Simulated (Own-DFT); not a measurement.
Simulation results for InGa₃As₄ (zincblende random alloy, strained, atoms displaced)

Computed with Own-DFT development build. A calculation, not a measurement: plane-wave PBE density functional theory by an unreviewed code, no spin, of a simulated periodic cell, stress positive in tension, free energy of the whole cell less one offset for each atom, forces on such cells passed a denser k mesh, this cell's mesh not checked; offsets are fitted by least squares, one for each functional and potential file, so energies compare only between cells with the same atoms and settings and are not formation energies; the far tail of each file's local potential was reset to the Coulomb form; each entry is a single point on an unrelaxed cell, so the pressure reflects the starting lattice, mostly measured values, from which strain is counted, and rises with the displacements; printed positions are rounded, which can move forces by about a meV/angstrom; the program is a retired in-house code; no spin-orbit coupling.

Common to all runs: functional PBE; potential files PseudoDojo norm-conserving, scalar-relativistic, standard set; wave cutoff 42 hartree; occupations Fermi-Dirac; smearing width 0.1 eV; k mesh 3 x 3 x 3 centred on Gamma.

(1) 
```cif
# cell vector a (Å): 11.3066 0.0000 0.0000
# cell vector b (Å): 0.0000 11.3066 0.0000
# cell vector c (Å): 0.0000 0.0000 11.7318
data_InGa3As4
_symmetry_space_group_name_H-M 'P 1'
_symmetry_Int_Tables_number 1
_cell_length_a 11.3066
_cell_length_b 11.3066
_cell_length_c 11.7318
_cell_angle_alpha 90.000
_cell_angle_beta 90.000
_cell_angle_gamma 90.000
_cell_volume 1499.78
loop_
_atom_site_label
_atom_site_type_symbol
_atom_site_fract_x
_atom_site_fract_y
_atom_site_fract_z
_atom_site_occupancy
Ga1 Ga 0.99971 0.00092 0.99843 1
In1 In 0.00382 0.25120 0.24922 1
Ga2 Ga 0.24642 0.00035 0.24528 1
Ga3 Ga 0.25452 0.25156 0.99773 1
As1 As 0.11400 0.12486 0.12931 1
As2 As 0.11807 0.36514 0.37376 1
As3 As 0.37395 0.12186 0.37357 1
As4 As 0.37177 0.37016 0.12285 1
In2 In 0.00199 0.00316 0.50134 1
Ga4 Ga 0.99610 0.25502 0.75132 1
Ga5 Ga 0.24938 0.00005 0.75641 1
In3 In 0.25240 0.25030 0.50283 1
As5 As 0.12411 0.11914 0.61871 1
As6 As 0.13080 0.36657 0.88078 1
As7 As 0.37930 0.13053 0.86980 1
As8 As 0.36690 0.37639 0.63002 1
Ga6 Ga 0.00598 0.50057 0.00241 1
Ga7 Ga 0.99839 0.75092 0.25564 1
Ga8 Ga 0.25935 0.49589 0.24546 1
Ga9 Ga 0.25264 0.75474 0.99992 1
As9 As 0.12551 0.61968 0.12539 1
As10 As 0.12611 0.86533 0.37958 1
As11 As 0.37189 0.62010 0.37674 1
As12 As 0.36990 0.87211 0.12372 1
Ga10 Ga 0.99996 0.50362 0.50405 1
Ga11 Ga 0.99560 0.74913 0.75684 1
In4 In 0.24486 0.50036 0.74480 1
Ga12 Ga 0.24970 0.75254 0.50180 1
As13 As 0.12755 0.62374 0.62748 1
As14 As 0.11617 0.87440 0.87167 1
As15 As 0.37975 0.61797 0.87785 1
As16 As 0.37640 0.87067 0.61987 1
Ga13 Ga 0.50050 0.00618 0.00181 1
Ga14 Ga 0.49548 0.24326 0.24760 1
Ga15 Ga 0.74950 0.00777 0.25403 1
Ga16 Ga 0.75439 0.24450 0.99454 1
As17 As 0.63351 0.11417 0.12170 1
As18 As 0.61874 0.37161 0.37821 1
As19 As 0.87331 0.12265 0.37846 1
As20 As 0.87751 0.37664 0.12120 1
In5 In 0.50247 0.00239 0.49704 1
Ga17 Ga 0.50086 0.24143 0.75031 1
Ga18 Ga 0.74326 0.00504 0.74489 1
Ga19 Ga 0.75360 0.25921 0.50284 1
As21 As 0.61990 0.12235 0.62201 1
As22 As 0.62872 0.37429 0.88057 1
As23 As 0.87467 0.11793 0.88194 1
As24 As 0.87121 0.37740 0.62527 1
Ga20 Ga 0.50379 0.50218 0.00847 1
Ga21 Ga 0.50060 0.74877 0.24566 1
Ga22 Ga 0.75765 0.50501 0.24563 1
Ga23 Ga 0.74659 0.75402 0.00530 1
As25 As 0.62488 0.62555 0.12077 1
As26 As 0.62096 0.87476 0.37513 1
As27 As 0.87116 0.62692 0.37588 1
As28 As 0.87220 0.88318 0.13752 1
In6 In 0.49229 0.49543 0.50208 1
Ga24 Ga 0.49532 0.73876 0.74919 1
In7 In 0.74630 0.50100 0.74302 1
In8 In 0.75099 0.75085 0.50202 1
As29 As 0.62379 0.62020 0.62296 1
As30 As 0.61989 0.87781 0.87740 1
As31 As 0.87510 0.62064 0.87307 1
As32 As 0.88411 0.86851 0.62734 1
_calc_free_energy_of_cell_above_offsets '-20.220'  # eV
_calc_pressure 6.25  # GPa
_calc_stress_xx -6.84  # GPa
_calc_stress_yy -6.85  # GPa
_calc_stress_zz -5.08  # GPa
_calc_stress_yz -0.67  # GPa
_calc_stress_xz -1.16  # GPa
_calc_stress_xy 0.24  # GPa
```

Force:
```tsv
element	x (eV/Å)	y (eV/Å)	z (eV/Å)
Ga	-0.049	-0.615	0.731
In	-2.353	-0.141	0.005
Ga	-0.174	-0.402	0.466
Ga	-0.327	-1.058	0.435
As	2.455	-1.501	-2.272
As	1.521	3.326	1.306
As	-0.534	0.169	-1.766
As	0.94	0.132	0.089
In	-0.634	-1.506	-0.883
Ga	0.318	-0.865	0.111
Ga	-0.054	-0.232	-0.753
In	-0.293	-0.192	-0.57
As	0.87	1.239	3.382
As	-1.415	0.341	-0.107
As	-0.699	-0.912	1.053
As	2.079	-1.713	0.7
Ga	-0.276	-0.27	-0.57
Ga	0.152	-0.316	-0.525
Ga	-1.171	0.021	0.643
Ga	-0.659	-0.795	-0.528
As	0.351	0.858	0.307
As	0.509	0.407	-1.188
As	-0.662	1.44	-1.262
As	0.671	0.799	0.168
Ga	0.065	-0.327	-0.651
Ga	0.195	-0.614	-0.439
In	0.142	-0.204	2.252
Ga	0.111	-0.74	-0.064
As	-1.822	1.964	-1.405
As	1.016	0.124	0.723
As	-0.12	0.753	0.721
As	-0.684	-0.31	1.64
Ga	-0.457	-0.682	-0.227
Ga	0.709	-0.078	-0.173
Ga	-0.24	-0.735	0.65
Ga	-0.232	0.462	0.717
As	-0.706	1.489	0.174
As	1.328	-0.548	-1.601
As	-1.468	0.973	-0.194
As	-0.956	0.377	-0.656
In	-0.823	-0.654	-0.119
Ga	0.465	1.45	-0.315
Ga	0.638	-0.906	0.572
Ga	-0.596	-0.941	-0.551
As	1.704	1.859	1.002
As	-1.082	-0.809	0.216
As	-0.07	0.479	-1.543
As	1.735	-0.858	-0.769
Ga	-0.35	-0.836	-0.657
Ga	-0.322	-0.113	0.431
Ga	-0.726	-0.626	0.22
Ga	0.62	0.345	-0.505
As	0.36	0.145	0.929
As	0.673	-0.387	-2.034
As	1.294	-1.145	-0.762
As	0.461	-0.727	-0.931
In	0.328	-0.034	0.104
Ga	0.431	0.741	0.097
In	-0.046	-0.259	1.494
In	-0.477	0.404	0.192
As	-1.384	1.49	0.144
As	0.091	-0.374	-0.587
As	0.504	0.856	1.481
As	-0.878	0.781	1.448
```

(2) 
```cif
# cell vector a (Å): 11.3066 0.0000 0.0000
# cell vector b (Å): 0.0000 11.3066 0.0000
# cell vector c (Å): 0.0000 0.0000 11.7318
data_InGa3As4
_symmetry_space_group_name_H-M 'P 1'
_symmetry_Int_Tables_number 1
_cell_length_a 11.3066
_cell_length_b 11.3066
_cell_length_c 11.7318
_cell_angle_alpha 90.000
_cell_angle_beta 90.000
_cell_angle_gamma 90.000
_cell_volume 1499.78
loop_
_atom_site_label
_atom_site_type_symbol
_atom_site_fract_x
_atom_site_fract_y
_atom_site_fract_z
_atom_site_occupancy
Ga1 Ga 0.99465 0.99653 0.99505 1
In1 In 0.99866 0.24432 0.24985 1
Ga2 Ga 0.24935 0.99867 0.25442 1
In2 In 0.25482 0.24681 0.99928 1
As1 As 0.12127 0.12325 0.12165 1
As2 As 0.12425 0.37062 0.37844 1
As3 As 0.37560 0.13147 0.36861 1
As4 As 0.36601 0.37221 0.12048 1
In3 In 0.99944 0.00800 0.50650 1
Ga3 Ga 0.00040 0.25248 0.75277 1
In4 In 0.25004 0.00577 0.74940 1
In5 In 0.24599 0.25066 0.48948 1
As5 As 0.12525 0.13233 0.62701 1
As6 As 0.12464 0.37894 0.87761 1
As7 As 0.38466 0.12190 0.86432 1
As8 As 0.37362 0.38371 0.63150 1
Ga4 Ga 0.00233 0.49662 0.00517 1
Ga5 Ga 0.99931 0.74756 0.25087 1
Ga6 Ga 0.24822 0.50460 0.25836 1
Ga7 Ga 0.24547 0.75102 0.99909 1
As9 As 0.12775 0.62139 0.12048 1
As10 As 0.12580 0.87082 0.36601 1
As11 As 0.38424 0.62090 0.37604 1
As12 As 0.38031 0.87739 0.12620 1
Ga8 Ga 0.00353 0.50420 0.49879 1
Ga9 Ga 0.00718 0.75641 0.74365 1
Ga10 Ga 0.25200 0.50034 0.74833 1
Ga11 Ga 0.26054 0.73942 0.50161 1
As13 As 0.12500 0.62448 0.61534 1
As14 As 0.12772 0.87027 0.87201 1
As15 As 0.37774 0.63631 0.87207 1
As16 As 0.37431 0.87031 0.62152 1
Ga12 Ga 0.49915 0.99652 0.99318 1
In6 In 0.50159 0.25298 0.24753 1
Ga13 Ga 0.74327 0.00111 0.25380 1
Ga14 Ga 0.75040 0.25735 0.00331 1
As17 As 0.62750 0.12655 0.13041 1
As18 As 0.63642 0.38061 0.37180 1
As19 As 0.87225 0.13274 0.38077 1
As20 As 0.87369 0.38540 0.13044 1
Ga15 Ga 0.50362 0.99714 0.49871 1
Ga16 Ga 0.49609 0.24953 0.75095 1
Ga17 Ga 0.75561 0.00316 0.75605 1
Ga18 Ga 0.74654 0.25499 0.50363 1
As21 As 0.63114 0.12540 0.62955 1
As22 As 0.62522 0.38103 0.87400 1
As23 As 0.87734 0.11805 0.87773 1
As24 As 0.87079 0.36645 0.62583 1
Ga19 Ga 0.49562 0.50326 0.99557 1
Ga20 Ga 0.50000 0.74374 0.24342 1
Ga21 Ga 0.75520 0.50523 0.25573 1
Ga22 Ga 0.75076 0.74485 0.00614 1
As25 As 0.62993 0.62627 0.12268 1
As26 As 0.62219 0.87127 0.37357 1
As27 As 0.88489 0.61658 0.37027 1
As28 As 0.87615 0.86924 0.12650 1
Ga23 Ga 0.49559 0.50393 0.49149 1
Ga24 Ga 0.50417 0.74268 0.76225 1
In7 In 0.75468 0.49430 0.74541 1
In8 In 0.74251 0.74594 0.51087 1
As29 As 0.61958 0.62421 0.62488 1
As30 As 0.62742 0.87827 0.87851 1
As31 As 0.87664 0.62596 0.87067 1
As32 As 0.87254 0.87324 0.62190 1
_calc_free_energy_of_cell_above_offsets '-21.310'  # eV
_calc_pressure 5.98  # GPa
_calc_stress_xx -6.76  # GPa
_calc_stress_yy -6.6  # GPa
_calc_stress_zz -4.57  # GPa
_calc_stress_yz 0.43  # GPa
_calc_stress_xz 0.04  # GPa
_calc_stress_xy -0.59  # GPa
```

Force:
```tsv
element	x (eV/Å)	y (eV/Å)	z (eV/Å)
Ga	0.685	-0.702	0.709
In	-0.183	0.767	-0.395
Ga	0.126	0.178	-0.749
In	-0.682	-1.114	-1.354
As	0.389	-1.955	-0.247
As	-1.198	2.93	-1.356
As	0.241	-2.47	0.728
As	1.257	2.844	1.251
In	0.265	-0.982	-0.979
Ga	-0.066	-0.126	0.221
In	-0.156	-1.06	-0.619
In	1.592	-0.279	2.225
As	-0.44	0.919	0.863
As	-0.412	0.325	-0.959
As	0.717	0.346	1.58
As	0.848	-0.641	-0.838
Ga	-0.478	0.503	-0.626
Ga	0.379	-0.138	-0.663
Ga	-0.039	-0.529	-0.579
Ga	0.687	0.141	0.421
As	-0.028	0.377	0.758
As	0.537	-0.384	1.035
As	-1.066	0.856	-1.191
As	-0.797	-0.132	-0.282
Ga	-0.386	-1.25	0.151
Ga	-0.623	-0.63	0.041
Ga	-0.602	0.8	0.523
Ga	-0.544	0.798	-0.683
As	0.353	0.098	1.095
As	-0.815	0.118	0.842
As	-1.341	-1.401	0.934
As	1.056	-0.367	0.034
Ga	0.361	0.502	0.805
In	0.211	1.094	-0.106
Ga	0.812	-0.235	0.066
Ga	0.008	-0.256	-0.019
As	0.675	-1.053	-1.977
As	-0.636	0.3	1.137
As	-1.893	-0.753	-0.108
As	-0.369	-0.304	-0.928
Ga	-0.34	0.331	0.116
Ga	1.041	0.827	-0.559
Ga	-0.313	-0.651	-0.551
Ga	-0.139	-0.448	-0.31
As	-0.687	-0.013	-0.317
As	-1.116	-1.405	1.023
As	-0.188	1.542	0.003
As	2.046	-0.254	-1.268
Ga	0.026	-0.137	0.418
Ga	0.286	0.457	0.19
Ga	-0.344	0.204	-0.79
Ga	0.506	0.599	-0.981
As	-0.665	-0.947	0.481
As	-0.454	0.374	-0.725
As	-0.339	0.887	0.568
As	-0.326	0.626	0.171
Ga	1.262	-1.221	1.347
Ga	0.706	1.476	-1.527
In	-0.465	1.065	0.231
In	1.012	0.038	-2.104
As	-1.985	-1.191	0.959
As	0.486	-0.663	-0.218
As	1.082	0.776	0.993
As	0.465	0.591	2.088
```

(3) 
```cif
# cell vector a (Å): 11.3066 0.0000 0.0000
# cell vector b (Å): 0.0000 11.3066 0.0000
# cell vector c (Å): 0.0000 0.0000 11.7318
data_InGa3As4
_symmetry_space_group_name_H-M 'P 1'
_symmetry_Int_Tables_number 1
_cell_length_a 11.3066
_cell_length_b 11.3066
_cell_length_c 11.7318
_cell_angle_alpha 90.000
_cell_angle_beta 90.000
_cell_angle_gamma 90.000
_cell_volume 1499.78
loop_
_atom_site_label
_atom_site_type_symbol
_atom_site_fract_x
_atom_site_fract_y
_atom_site_fract_z
_atom_site_occupancy
Ga1 Ga 0.00287 0.99527 0.00032 1
Ga2 Ga 0.99305 0.25195 0.24781 1
In1 In 0.24388 0.00192 0.24604 1
In2 In 0.24514 0.24660 0.99803 1
As1 As 0.12969 0.12640 0.12588 1
As2 As 0.12645 0.37973 0.37783 1
As3 As 0.37766 0.12515 0.37922 1
As4 As 0.38221 0.37594 0.12116 1
Ga3 Ga 0.00164 0.99805 0.50736 1
Ga4 Ga 0.99759 0.25168 0.75120 1
Ga5 Ga 0.25160 0.99890 0.75091 1
Ga6 Ga 0.25652 0.23637 0.50031 1
As5 As 0.12251 0.12571 0.62107 1
As6 As 0.12552 0.37981 0.87234 1
As7 As 0.37893 0.12992 0.87025 1
As8 As 0.37324 0.36988 0.62057 1
In3 In 0.99918 0.49798 0.99485 1
Ga7 Ga 0.99827 0.75410 0.24932 1
Ga8 Ga 0.25091 0.49615 0.24881 1
Ga9 Ga 0.25726 0.75214 0.99995 1
As9 As 0.12081 0.62997 0.13020 1
As10 As 0.12234 0.87224 0.36853 1
As11 As 0.37665 0.62833 0.37811 1
As12 As 0.36694 0.87888 0.12512 1
Ga10 Ga 0.00915 0.49747 0.49248 1
In4 In 0.99497 0.75735 0.74516 1
Ga11 Ga 0.24661 0.49989 0.75227 1
Ga12 Ga 0.25260 0.75131 0.49469 1
As13 As 0.12831 0.62089 0.62735 1
As14 As 0.12738 0.88246 0.87224 1
As15 As 0.37407 0.63107 0.88273 1
As16 As 0.36364 0.87460 0.62694 1
Ga13 Ga 0.49774 0.99622 0.00469 1
Ga14 Ga 0.50195 0.25444 0.24699 1
Ga15 Ga 0.74536 0.00956 0.24668 1
Ga16 Ga 0.74780 0.25020 0.99919 1
As17 As 0.62733 0.12066 0.12027 1
As18 As 0.62513 0.37346 0.36945 1
As19 As 0.87881 0.12265 0.38291 1
As20 As 0.87636 0.37624 0.11980 1
Ga17 Ga 0.49854 0.00210 0.50618 1
Ga18 Ga 0.50144 0.24800 0.74668 1
In5 In 0.74726 0.00030 0.74815 1
In6 In 0.74564 0.25047 0.49624 1
As21 As 0.62154 0.12150 0.62225 1
As22 As 0.62518 0.37820 0.86891 1
As23 As 0.87648 0.13062 0.87369 1
As24 As 0.87961 0.37361 0.62315 1
Ga19 Ga 0.50048 0.49675 0.99183 1
Ga20 Ga 0.50123 0.74324 0.24706 1
In7 In 0.74849 0.49900 0.25493 1
Ga21 Ga 0.74873 0.75367 0.99519 1
As25 As 0.62089 0.63251 0.11881 1
As26 As 0.62656 0.87103 0.37982 1
As27 As 0.87447 0.62923 0.37335 1
As28 As 0.87103 0.87460 0.12815 1
Ga22 Ga 0.50004 0.49407 0.50375 1
Ga23 Ga 0.49959 0.75196 0.74936 1
Ga24 Ga 0.75317 0.49750 0.74885 1
In8 In 0.74939 0.75165 0.50528 1
As29 As 0.62257 0.62395 0.62456 1
As30 As 0.63436 0.87501 0.86829 1
As31 As 0.86939 0.62257 0.87796 1
As32 As 0.88216 0.88156 0.62657 1
_calc_free_energy_of_cell_above_offsets '-21.696'  # eV
_calc_pressure 5.9  # GPa
_calc_stress_xx -6.52  # GPa
_calc_stress_yy -6.58  # GPa
_calc_stress_zz -4.61  # GPa
_calc_stress_yz 0.65  # GPa
_calc_stress_xz 0.59  # GPa
_calc_stress_xy 0.27  # GPa
```

Force:
```tsv
element	x (eV/Å)	y (eV/Å)	z (eV/Å)
Ga	-0.356	0.536	0.262
Ga	0.577	-0.115	0.399
In	0.814	0.131	1.589
In	0.847	0.787	-0.358
As	-3.244	0.429	-0.231
As	0.698	-1.642	-0.872
As	0.935	0.053	-0.605
As	-0.148	0.473	0.56
Ga	0.518	-0.043	-1.147
Ga	0.451	0.096	-0.258
Ga	-0.189	0.907	-0.091
Ga	-0.831	1.146	-0.006
As	0.37	0.004	0.897
As	0.2	-0.879	-1.619
As	0.588	-1.354	-0.261
As	-0.107	0.207	0.732
In	0.526	0.931	0.724
Ga	-0.366	-0.338	0.01
Ga	0.166	0.613	0.051
Ga	-1.363	0.26	0.358
As	1.126	0.137	-0.166
As	-0.667	-0.344	1.801
As	0.196	-0.849	-0.414
As	1.948	-1.368	-0.622
Ga	-0.933	0.945	0.902
In	1.133	-1.699	1.419
Ga	0.927	0.209	-0.224
Ga	-0.69	-0.215	0.313
As	0.262	0.044	-1.139
As	0.588	-0.349	1.038
As	0.319	-0.8	-1.239
As	1.059	-0.056	-0.274
Ga	0.095	-0.045	-0.927
Ga	-0.13	-0.704	-0.004
Ga	0.63	-0.894	1.091
Ga	0.154	0.242	-0.241
As	-0.679	0.837	0.06
As	-2.184	-0.014	0.702
As	0.564	-0.737	-1.618
As	-0.886	-1.562	0.679
Ga	-0.343	-0.91	-0.492
Ga	0.028	0.376	-0.2
In	1.064	1.163	-0.306
In	0.311	-0.015	0.652
As	-1.061	0.615	0.2
As	0.074	-0.657	0.166
As	0.484	-0.011	0.998
As	0.339	0.934	0.346
Ga	0.158	0.623	0.462
Ga	-0.378	0.91	0.367
In	0.307	0.925	-1.559
Ga	0.151	-0.192	0.481
As	0.055	-0.519	-0.614
As	-1.423	1.655	-1.682
As	1.754	-0.151	0.469
As	0.029	0.368	-0.466
Ga	-0.092	0.332	-0.516
Ga	-0.219	-0.085	0.054
Ga	-0.009	0.296	-0.378
In	0.81	-0.114	0.216
As	-0.674	-1.064	1.167
As	-2.374	-1.151	1.816
As	-1.016	0.811	-0.828
As	-0.889	0.884	-1.624
```

(4) 
```cif
# cell vector a (Å): 11.3066 0.0000 0.0000
# cell vector b (Å): 0.0000 11.3066 0.0000
# cell vector c (Å): 0.0000 0.0000 11.7318
data_InGa3As4
_symmetry_space_group_name_H-M 'P 1'
_symmetry_Int_Tables_number 1
_cell_length_a 11.3066
_cell_length_b 11.3066
_cell_length_c 11.7318
_cell_angle_alpha 90.000
_cell_angle_beta 90.000
_cell_angle_gamma 90.000
_cell_volume 1499.78
loop_
_atom_site_label
_atom_site_type_symbol
_atom_site_fract_x
_atom_site_fract_y
_atom_site_fract_z
_atom_site_occupancy
Ga1 Ga 0.99822 0.99168 0.00166 1
Ga2 Ga 0.00105 0.25491 0.24682 1
In1 In 0.25298 0.98772 0.25009 1
Ga3 Ga 0.25235 0.24403 0.99834 1
As1 As 0.12232 0.12548 0.13215 1
As2 As 0.12069 0.37924 0.36652 1
As3 As 0.37143 0.12334 0.38486 1
As4 As 0.37519 0.37704 0.12470 1
Ga4 Ga 0.00406 0.99689 0.49832 1
Ga5 Ga 0.99315 0.24878 0.74964 1
Ga6 Ga 0.25582 0.00203 0.75479 1
In2 In 0.25360 0.24476 0.50961 1
As5 As 0.12003 0.12522 0.62212 1
As6 As 0.12341 0.37748 0.87431 1
As7 As 0.37747 0.11915 0.88110 1
As8 As 0.38020 0.37942 0.61868 1
In3 In 0.00142 0.49714 0.99651 1
In4 In 0.00050 0.74879 0.25434 1
Ga7 Ga 0.24051 0.50262 0.25733 1
Ga8 Ga 0.24636 0.74986 0.99755 1
As9 As 0.12093 0.62467 0.12368 1
As10 As 0.12639 0.87382 0.38315 1
As11 As 0.37276 0.62653 0.36984 1
As12 As 0.37637 0.88195 0.12626 1
In5 In 0.00373 0.49791 0.49625 1
Ga9 Ga 0.00120 0.75529 0.74901 1
Ga10 Ga 0.25236 0.49713 0.75042 1
Ga11 Ga 0.25160 0.75042 0.50471 1
As13 As 0.12286 0.62840 0.62071 1
As14 As 0.12155 0.86664 0.87920 1
As15 As 0.36565 0.62678 0.86987 1
As16 As 0.37444 0.88158 0.62532 1
Ga12 Ga 0.50312 0.99939 0.00863 1
Ga13 Ga 0.50100 0.25276 0.25416 1
Ga14 Ga 0.75312 0.99950 0.23928 1
Ga15 Ga 0.74590 0.25495 0.00652 1
As17 As 0.62226 0.12533 0.12301 1
As18 As 0.62314 0.36999 0.37572 1
As19 As 0.86980 0.12937 0.37553 1
As20 As 0.87291 0.38232 0.12886 1
Ga16 Ga 0.49535 0.00061 0.49482 1
Ga17 Ga 0.50233 0.24984 0.74771 1
In6 In 0.75432 0.99790 0.74893 1
Ga18 Ga 0.74821 0.25570 0.49331 1
As21 As 0.62494 0.12150 0.62776 1
As22 As 0.62991 0.36848 0.87677 1
As23 As 0.87763 0.12327 0.87305 1
As24 As 0.87290 0.37348 0.62807 1
Ga19 Ga 0.50229 0.50020 0.00586 1
Ga20 Ga 0.50347 0.74893 0.25153 1
Ga21 Ga 0.75839 0.49212 0.24363 1
In7 In 0.75136 0.75093 0.00336 1
As25 As 0.62210 0.61950 0.12036 1
As26 As 0.63147 0.86969 0.37461 1
As27 As 0.87655 0.62840 0.38045 1
As28 As 0.87389 0.87858 0.12436 1
Ga22 Ga 0.49637 0.49653 0.50443 1
Ga23 Ga 0.50898 0.75189 0.74427 1
In8 In 0.74934 0.49284 0.75266 1
Ga24 Ga 0.75112 0.75398 0.49894 1
As29 As 0.62409 0.62190 0.62784 1
As30 As 0.62144 0.86743 0.87628 1
As31 As 0.86954 0.62043 0.87337 1
As32 As 0.87439 0.87282 0.62785 1
_calc_free_energy_of_cell_above_offsets '-20.865'  # eV
_calc_pressure 6.14  # GPa
_calc_stress_xx -6.81  # GPa
_calc_stress_yy -6.73  # GPa
_calc_stress_zz -4.87  # GPa
_calc_stress_yz -0.93  # GPa
_calc_stress_xz 0.63  # GPa
_calc_stress_xy 0.12  # GPa
```

Force:
```tsv
element	x (eV/Å)	y (eV/Å)	z (eV/Å)
Ga	0.39	1.072	-0.23
Ga	-0.65	-0.417	0.246
In	-0.972	1.803	1.235
Ga	-0.404	0.419	0.362
As	-0.322	0.161	-1.332
As	0.948	-1.622	-0.233
As	1.6	-0.197	-1.994
As	-0.456	-0.197	0.459
Ga	-0.914	0.402	0.139
Ga	0.653	0.038	0.049
Ga	-0.916	-0.179	-0.109
In	-0.954	1.289	-0.871
As	-0.872	-1.134	1.919
As	1.396	-1.994	-1.404
As	0.331	0.521	-0.435
As	-0.011	0.09	2.28
In	-0.544	0.621	0.222
In	0.001	0.572	-0.324
Ga	0.876	0.269	-1.246
Ga	0.515	-0.29	0.638
As	1.82	0.216	0.156
As	0.027	-0.333	0.927
As	0.142	-0.08	0.81
As	1.505	-2.614	-1.729
In	-0.684	-0.111	0.896
Ga	-0.312	-1.025	0.072
Ga	-0.467	0.263	-0.534
Ga	0.325	-0.038	-0.085
As	1.055	0.362	1.528
As	0.304	1.106	-0.479
As	1.379	0.051	0.414
As	0.336	-0.624	0.049
Ga	0.018	-0.308	-1.031
Ga	-0.73	-0.567	-0.277
Ga	-0.476	0.544	1.065
Ga	0.74	-0.645	-0.235
As	0.267	0.336	0.684
As	0.155	1.268	-0.254
As	0.697	-0.548	-0.451
As	0.376	-2.191	-0.559
Ga	0.958	-0.293	0.521
Ga	-0.172	-0.227	0.284
In	-0.972	-0.029	0.815
Ga	0.012	-0.687	1.178
As	-0.775	1.001	-1.591
As	-1.905	-0.432	1.041
As	0.487	0.896	1.849
As	0.498	-1.413	-1.192
Ga	-0.784	-0.371	-1.332
Ga	-0.063	-0.105	-0.403
Ga	-1.669	1.616	1.759
In	-0.116	-0.501	-0.269
As	0.049	-0.182	1.823
As	-0.55	0.967	-0.394
As	-2.274	-0.567	-0.444
As	0.621	0.63	0.422
Ga	0.807	1.144	-1.276
Ga	-1.33	-0.132	0.232
In	-0.377	0.485	-0.355
Ga	-0.024	-0.716	0.602
As	-0.289	0.682	-1.438
As	-1.004	1.111	0
As	1.447	1.557	-0.548
As	1.255	-0.728	-1.624
```
